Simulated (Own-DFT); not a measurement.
Simulation results for Hf$_{36}$O$_{71}$ (tetragonal hafnia with one neutral oxygen vacancy, atoms displaced)

All values are calculated (Own-DFT development build). A calculation, not a measurement: plane-wave PBE and HSE06 DFT by an unreviewed code, no spin, of a simulated cell at Gamma alone, so results move with cell size and shape, stress positive in tension, energies less offsets, not probed for a lower state with spin; hafnium file: forces about 75 meV/angstrom off all-electron values; oxygen file: force components 24 meV/angstrom off all-electron in a glass; k mesh not checked against a denser one; forces and stress are PBE's, HSE06 gives the energy alone, and its difference from PBE has offsets of its own; offsets are fitted by least squares, one for each functional and potential file, so energies compare only between cells with the same atoms and settings and are not formation energies; the far tail of each file's local potential was reset to the Coulomb form; each entry is a single point on an unrelaxed cell, so the pressure reflects the starting lattice, taken from the Materials Project, from which strain is counted, and rises with the displacements; printed positions are rounded, which can move forces by about a meV/angstrom; the program is a retired in-house code; no spin-orbit coupling.

Common to all runs: first functional PBE; second functional HSE06; exact exchange share 0.25; screening 0.11 1/bohr; exchange divergence Gygi-Baldereschi; potential files PseudoDojo norm-conserving, scalar-relativistic, made for PBE, standard set; wave cutoff 48 hartree; occupations fixed; k mesh 1 x 1 x 1 centred on Gamma.

(1) Hf$_{36}$O$_{71}$ (tetragonal hafnia with one neutral oxygen vacancy, atoms displaced)

```xyz
107
Lattice="10.7800 0.0000 0.0000 0.0000 10.7800 0.0000 0.0000 0.0000 10.4493" Properties=species:S:1:pos:R:3 Hf36O71
Hf    10.7030    10.7045    10.4394
Hf     1.8735     1.8549     2.6220
O      0.0851     1.7772     1.4918
O      1.8000     0.0005     3.6608
O      0.0348     1.7238     4.1757
O      1.8325    10.7605     1.0782
Hf     0.0339     0.0276     5.1552
Hf     1.8340     1.7779     7.9010
O     10.7559     1.7491     6.8671
O      1.7746    10.7456     8.8612
O      0.0077     1.6840     9.3625
O      1.8286    10.7595     6.2373
Hf     0.0511     3.5197     0.0356
Hf     1.8394     5.3554     2.5562
O      0.0103     5.3353     1.6711
O      1.7760     3.5883     3.6507
O      0.0644     5.3562     4.2201
O      1.8234     3.5528     1.0748
Hf    10.6744     3.5169     5.1505
Hf     1.8800     5.3840     7.8648
O      0.0035     5.4415     6.8267
O      1.7894     3.5701     8.8213
O     10.7266     5.4861     9.3325
O      1.7501     3.6502     6.1444
Hf    10.7468     7.2719     0.0372
Hf     1.8396     8.9856     2.5817
O      0.0083     9.0729     1.6278
O      1.8079     7.1731     3.5706
O     10.7744     8.9967     4.2586
O      1.8154     7.1800     1.0302
Hf    10.7757     7.1591     5.1950
Hf     1.7780     9.1157     7.7821
O     10.7630     9.0511     6.7537
O      1.7845     7.0963     8.8104
O      0.0419     9.0530     9.4662
O      1.8258     7.2230     6.1704
Hf     3.6070     0.0179     0.0624
Hf     5.4165     1.7341     2.5541
O      3.5791     1.8145     1.5437
O      5.3534     0.0664     3.6530
O      3.5517     1.7714     4.2102
O      5.3352     0.0136     1.0971
Hf     3.6067     0.0172     5.2525
Hf     5.4262     1.7854     7.8604
O      3.5724     1.7847     6.8302
O      5.3259    10.7627     8.8429
O      3.6383     1.8176     9.3567
O      5.4334    10.7350     6.2296
Hf     3.6330     3.5336     0.0054
Hf     5.4111     5.4814     2.5299
O      3.6571     5.3980     1.5338
O      5.3789     3.6284     3.6543
O      3.6592     5.4064     4.2061
O      5.3750     3.6678     1.1040
Hf     3.6122     3.5473     5.2201
Hf     5.3953     5.3986     7.7266
O      3.6706     5.3841     6.7630
O      5.3149     3.5901     8.8516
O      3.6122     5.3262     9.4394
O      5.3918     3.6180     6.2393
Hf     3.4958     7.1489     0.0186
Hf     5.3692     8.9033     2.5958
O      3.4974     9.0518     1.6225
O      5.4067     7.1219     3.6711
O      3.6552     9.0471     4.2497
O      5.3238     7.1991     1.0440
Hf     3.6588     7.3373     5.1980
Hf     5.4232     9.0479     7.8380
O      3.5791     8.9942     6.8117
O      5.4251     7.2202     8.8340
O      3.5447     8.9038     9.4219
O      5.4018     7.2116     6.1791
Hf     7.2539     0.0298    10.3932
Hf     8.9871     1.8531     2.5748
O      7.1513     1.7490     1.6323
O      8.9037    10.7477     3.6597
O      7.0965     1.7389     4.2690
O      9.0965     0.0823     1.0421
Hf     7.1947     0.0010     5.2070
Hf     8.9387     1.8363     7.8928
O      7.2070     1.8485     6.8431
O      9.0111     0.0581     8.8407
O      7.2176     1.8423     9.4139
O      9.0015     0.1018     6.2640
Hf     7.2401     3.6545     0.0137
Hf     8.9791     5.4450     2.5744
O      7.1433     5.4393     1.6122
O      8.9011     3.5892     3.7101
O      7.1125     5.3745     4.2042
O      8.9799     3.5896     1.0640
Hf     7.1707     3.6384     5.1834
Hf     9.0057     5.3866     7.8770
O      7.2205     5.3422     6.9198
O      8.9392     3.6079     8.9107
O      7.1622     5.3416     9.3883
O      8.9993     3.5527     6.2379
Hf     7.2012     7.1607     0.0554
Hf     8.9822     9.0575     2.5442
O      7.1602     8.9180     1.5558
O      8.9937     7.2187     3.6577
O      8.9584     7.2161     1.0289
Hf     7.1949     7.2953     5.2312
Hf     9.0102     8.9114     7.8790
O      7.2091     8.9162     6.8264
O      9.0316     7.1352     8.8857
O      7.1152     8.9211     9.4273
O      8.9353     7.2618     6.1764
```

* PBE energy of cell above offsets: -96.893 eV
* HSE06 less PBE above offsets: 0.120 eV
* PBE pressure: 1.8 GPa
* PBE stress xx: -2.23 GPa
* PBE stress yy: -1.1 GPa
* PBE stress zz: -2.06 GPa
* PBE stress yz: -0.24 GPa
* PBE stress xz: 0.89 GPa
* PBE stress xy: 0.21 GPa

Force:
```csv
element,x (eV/Å),y (eV/Å),z (eV/Å)
Hf,3.457,2.913,0.243
Hf,-0.631,-1.127,0.488
O,-1.279,0.979,1.014
O,0.116,-0.153,-0.363
O,-0.872,1.499,-1.362
O,-0.537,0.158,-1.078
Hf,-0.386,-1.341,2.101
Hf,-1.352,0.083,-1.505
O,0.912,0.452,-0.333
O,0.628,1.031,0.538
O,0.028,1.802,1.322
O,-0.459,-0.045,0.422
Hf,0.094,0.052,-1.247
Hf,0.947,0.228,2.121
O,-0.559,0.27,-1.272
O,0.231,0.015,-1.003
O,-0.937,0.126,-0.475
O,-0.158,0.586,-0.794
Hf,1.935,1.027,1.645
Hf,-0.697,-0.223,-2.008
O,-0.411,0.285,0.029
O,-0.47,0.091,1.201
O,0.336,-1.371,2.58
O,0.233,-0.473,0.558
Hf,1.192,-1.858,-1.43
Hf,-1.67,0.726,1.931
O,-0.236,-0.888,-0.839
O,0.05,0.338,-0.302
O,-0.113,-0.209,-1.035
O,-1.82,0.033,0.003
Hf,0.954,-0.213,0.644
Hf,0.577,-2.373,-0.64
O,-0.399,-0.455,1.649
O,0.04,2.133,0.816
O,-0.698,-2.625,-1.06
O,-0.11,0.099,-0.014
Hf,-1.109,-0.816,-0.883
Hf,-1.118,1.569,2.114
O,0.751,-0.074,-0.237
O,0.375,-1.816,-0.454
O,-0.084,0.227,-0.457
O,1.479,-0.213,-1.089
Hf,0.153,0.587,-0.117
Hf,-0.66,1.329,-0.914
O,0.94,-0.067,-0.243
O,0.799,0.659,1.027
O,-0.497,-1.099,1.036
O,-0.196,0.123,0.618
Hf,0.821,1.012,-0.338
Hf,-1.878,-2.465,2.505
O,-1.613,0.142,0.089
O,0.167,-1.05,-0.78
O,-0.709,0.128,-0.24
O,1.015,-0.818,-1.399
Hf,-0.354,1.838,-0.338
Hf,-0.162,0.044,1.568
O,-1.265,0.065,0.541
O,0.603,-0.291,0.061
O,-0.534,0.725,-0.026
O,0.246,-0.415,0.284
Hf,1.401,-0.431,-2.082
Hf,-0.171,1.055,0.792
O,2.611,-0.618,-0.638
O,0.265,2.482,-0.648
O,0.044,-0.076,-1.575
O,0.693,0.523,0.054
Hf,-1.499,-3.099,0.585
Hf,-0.907,-2.021,-0.222
O,0.66,0.209,0.17
O,0.004,-0.64,-0.341
O,0.06,1.299,0.703
O,0.582,0.088,0.802
Hf,-0.88,-0.311,0.325
Hf,0.566,-0.598,0.74
O,1.781,-0.142,-1.068
O,-0.181,0.575,-0.98
O,0.554,1.272,-0.831
O,-3.474,-0.488,0.466
Hf,0.877,-0.361,0.371
Hf,1.381,0.06,-2.201
O,-0.888,-0.288,0.328
O,-1.108,-2.254,1.307
O,-0.466,-0.899,0.9
O,-0.874,-0.614,-0.706
Hf,-1.575,0.045,-0.604
Hf,0.094,-0.151,1.969
O,2.261,0.142,-1.376
O,0.59,-0.116,-1.482
O,0.966,1.298,0.076
O,0.26,-0.208,0.274
Hf,-0.693,-0.602,0.586
Hf,1.214,-0.822,-0.93
O,0.129,0.101,-1.389
O,0.518,-0.017,0.523
O,0.308,0.925,1.555
O,-0.488,0.263,0.403
Hf,-2.177,-0.276,-1.649
Hf,-0.134,-0.74,2.1
O,0.498,0.707,0.472
O,-0.461,0.015,-1.209
O,0.978,-0.275,0.381
Hf,-0.417,-0.494,-0.907
Hf,0.041,0.835,-1.98
O,0.36,0.461,-0.039
O,-0.538,1.829,0.468
O,1.154,1.642,0.475
O,0.975,-0.167,1.173
```

(2) Hf$_{36}$O$_{71}$ (tetragonal hafnia with one neutral oxygen vacancy, atoms displaced)

```xyz
107
Lattice="10.7800 0.0000 0.0000 0.0000 10.7800 0.0000 0.0000 0.0000 10.4493" Properties=species:S:1:pos:R:3 Hf36O71
Hf    10.7308     0.0078     0.0024
Hf     1.7652     1.8467     2.5833
O      0.0158     1.8043     1.6068
O      1.7774     0.0146     3.6073
O     10.7437     1.8778     4.2289
O      1.7835     0.0224     1.0045
Hf     0.0616     0.0116     5.2457
Hf     1.7685     1.7977     7.8504
O      0.0063     1.7573     6.7852
O      1.8141    10.7657     8.8475
O     10.7628     1.8054     9.4111
O      1.8248    10.7699     6.2120
Hf    10.7627     3.5945    10.4445
Hf     1.7745     5.4040     2.5867
O     10.7618     5.3409     1.5725
O      1.7883     3.6249     3.6187
O     10.7677     5.4168     4.1791
O      1.8075     3.6353     0.9980
Hf     0.0067     3.5302     5.2104
Hf     1.8142     5.3903     7.8317
O      0.0061     5.3969     6.8271
O      1.7849     3.5934     8.8545
O      0.0457     5.3624     9.4799
O      1.7856     3.6331     6.2290
Hf    10.7619     7.1868     0.0231
Hf     1.8214     8.9779     2.6084
O      0.0306     8.9917     1.5738
O      1.8013     7.1620     3.6568
O     10.7677     8.9746     4.1751
O      1.7577     7.1998     1.0350
Hf     0.0237     7.1972     5.2558
Hf     1.7861     8.9706     7.8290
O      0.0384     8.9924     6.8888
O      1.8403     7.2159     8.8095
O      0.0011     8.9865     9.4410
O      1.8226     7.1532     6.2439
Hf     3.6314    10.7582     0.0167
Hf     5.3680     1.7673     2.5792
O      3.6133     1.7973     1.5611
O      5.3524    10.7404     3.6031
O      3.5956     1.7857     4.2248
O      5.3708    10.7659     1.0067
Hf     3.5884    10.7219     5.1638
Hf     5.3650     1.8244     7.8100
O      3.5496     1.7775     6.8158
O      5.3870     0.0112     8.8319
O      3.5520     1.8019     9.3552
O      5.3564    10.7623     6.2893
Hf     3.6226     3.5753     0.0308
Hf     5.3806     5.3796     2.6435
O      3.6531     5.4035     1.5682
O      5.3458     3.5982     3.6228
O      5.3279     3.5773     0.9795
Hf     3.5731     3.5813     5.1941
Hf     5.4307     5.3894     7.8312
O      3.6343     5.4177     6.7995
O      5.4073     3.5890     8.8656
O      3.6129     5.4137     9.4625
O      5.3849     3.5656     6.2656
Hf     3.5979     7.2364     0.0265
Hf     5.4469     9.0074     2.5934
O      3.6204     8.9883     1.5675
O      5.4179     7.1289     3.6268
O      3.5936     8.9884     4.2395
O      5.4482     7.1918     0.9917
Hf     3.5788     7.1906     5.2222
Hf     5.3876     8.9988     7.8570
O      3.5988     8.9855     6.7866
O      5.3726     7.2007     8.8934
O      3.6135     9.0148     9.4051
O      5.3514     7.1724     6.2662
Hf     7.1504     0.0137    10.4343
Hf     8.9611     1.8432     2.6103
O      7.1889     1.7849     1.6152
O      9.0206     0.0552     3.5998
O      7.1515     1.8388     4.1634
O      8.9748    10.7566     1.0431
Hf     7.2131    10.7602     5.2277
Hf     9.0041     1.8372     7.8776
O      7.1791     1.8093     6.8577
O      8.9831     0.0061     8.9050
O      7.2101     1.7445     9.3972
O      8.9605    10.7403     6.1916
Hf     7.2071     3.5743     0.0034
Hf     9.0336     5.4221     2.5984
O      7.1878     5.4009     1.5998
O      8.9312     3.5714     3.6668
O      7.1497     5.3331     4.2196
O      8.9535     3.5418     1.0630
Hf     7.1583     3.5407     5.2528
Hf     8.9962     5.3946     7.7838
O      7.1868     5.4063     6.8082
O      9.0325     3.5719     8.8093
O      7.1676     5.4135     9.4491
O      8.9874     3.6238     6.2536
Hf     7.1625     7.2057     0.0651
Hf     8.9892     8.9529     2.6416
O      7.1242     9.0392     1.5838
O      8.9463     7.2245     3.5799
O      7.1566     8.9963     4.1744
O      8.9752     7.2142     1.0225
Hf     7.1640     7.1966     5.2038
Hf     9.0188     9.0298     7.8203
O      7.1323     9.0328     6.8268
O      8.9424     7.1938     8.8448
O      7.1871     9.0205     9.3968
O      8.9791     7.1459     6.2557
```

* PBE energy of cell above offsets: -100.926 eV
* HSE06 less PBE above offsets: -0.142 eV
* PBE pressure: 0.93 GPa
* PBE stress xx: -1.08 GPa
* PBE stress yy: -0.15 GPa
* PBE stress zz: -1.57 GPa
* PBE stress yz: -0.69 GPa
* PBE stress xz: -0.11 GPa
* PBE stress xy: -0.04 GPa

Force:
```csv
element,x (eV/Å),y (eV/Å),z (eV/Å)
Hf,0.49,-0.391,0.165
Hf,0.833,-0.682,-0.123
O,-0.441,0.193,-0.214
O,-0.229,0.087,0.099
O,0.591,-2.095,-0.753
O,0.354,-0.088,-0.011
Hf,-0.601,0.281,-0.769
Hf,1.315,-0.201,0.33
O,-0.414,-0.02,-0.002
O,-0.467,0.115,-0.283
O,-0.032,-0.108,0.156
O,-0.558,-0.17,-0.049
Hf,0.584,-0.147,0.035
Hf,0.94,-0.049,0.112
O,-0.134,0.242,-0.059
O,0.367,-0.09,0.011
O,-0.284,-0.052,0.118
O,-0.298,-0.283,0.429
Hf,-0.417,2.208,0.748
Hf,0.566,-0.235,0.15
O,0.172,0.342,0.098
O,-0.228,0.082,-0.275
O,-0.275,0.801,-0.382
O,0.084,-0.147,-0.079
Hf,-0.109,0.429,-0.82
Hf,-0.429,0.248,-0.3
O,-0.43,-0.196,0.531
O,0.4,0.409,-0.278
O,0.024,-0.009,0.722
O,0.539,-0.203,0.047
Hf,0.061,-0.775,-0.228
Hf,1.667,0.733,0.588
O,-0.77,-0.011,-1.468
O,-0.244,-0.532,0.661
O,-0.177,-0.274,0.028
O,-0.721,0.256,-0.131
Hf,-1.446,0.783,-1.208
Hf,0.19,0.559,0.763
O,-0.753,-0.003,0.23
O,0.122,0.73,0.151
O,-0.076,0.031,-0.568
O,0.434,0.295,0.452
Hf,0.665,1.234,1.562
Hf,-0.838,-0.476,0.008
O,0.105,0.394,-0.076
O,0.012,0.341,0.706
O,0.355,-0.123,1.069
O,0.56,0.361,-1.224
Hf,-0.9,0.303,-1.63
Hf,0.448,-0.354,-0.19
O,-1.166,0.328,0.985
O,-0.533,-0.36,-0.029
O,2.208,-0.275,0.704
Hf,0.373,0.48,0.366
Hf,-0.584,0.518,0.641
O,-0.543,-0.368,-0.089
O,0.172,0.019,-0.086
O,-0.311,-0.225,-0.034
O,-0.422,-0.011,-0.244
Hf,0.461,-0.745,-0.879
Hf,-0.925,-0.901,0.374
O,-0.273,-0.233,0.308
O,-0.398,1.222,0.212
O,-0.28,-0.998,-1.195
O,-1.538,0.28,0.86
Hf,0.492,-0.952,0.262
Hf,-0.481,-0.113,-0.123
O,-0.441,-0.132,0.302
O,0.116,-0.11,-0.352
O,-0.048,-0.369,0.47
O,0.944,0.183,-0.587
Hf,0.814,-0.641,-0.198
Hf,0.056,-0.336,0.196
O,-0.709,0.042,-0.648
O,-0.285,-0.803,0.371
O,-0.17,-1.267,0.536
O,-0.204,0.107,-0.431
Hf,-1.129,0.587,0.208
Hf,-0.461,-0.941,-0.637
O,0.674,-0.06,-0.591
O,0.426,0.072,-0.773
O,0.12,1.267,0.583
O,0.945,-0.216,0.532
Hf,-1.079,0.486,-0.291
Hf,-1.25,-0.979,0.819
O,0.463,-0.205,0.031
O,0.479,0.902,-0.456
O,0.293,0.868,0.315
O,0.441,0.192,-0.642
Hf,0.434,0.721,-0.264
Hf,-0.375,0.591,0.372
O,0.136,-0.038,0.093
O,-0.344,0.988,1.074
O,0.278,-0.769,0.172
O,0.06,-0.319,0.014
Hf,0.519,-0.141,-1.969
Hf,0.381,1.943,-1.044
O,1.559,-0.321,-0.105
O,-0.15,-0.947,0.863
O,0.251,-0.086,0.115
O,0.335,0.065,0.469
Hf,-0.599,-1.081,0.469
Hf,-1.364,-0.584,0.962
O,1.328,-0.351,-0.598
O,0.613,0.036,-0.254
O,-0.038,-0.328,0.655
O,0.119,0.563,-0.655
```
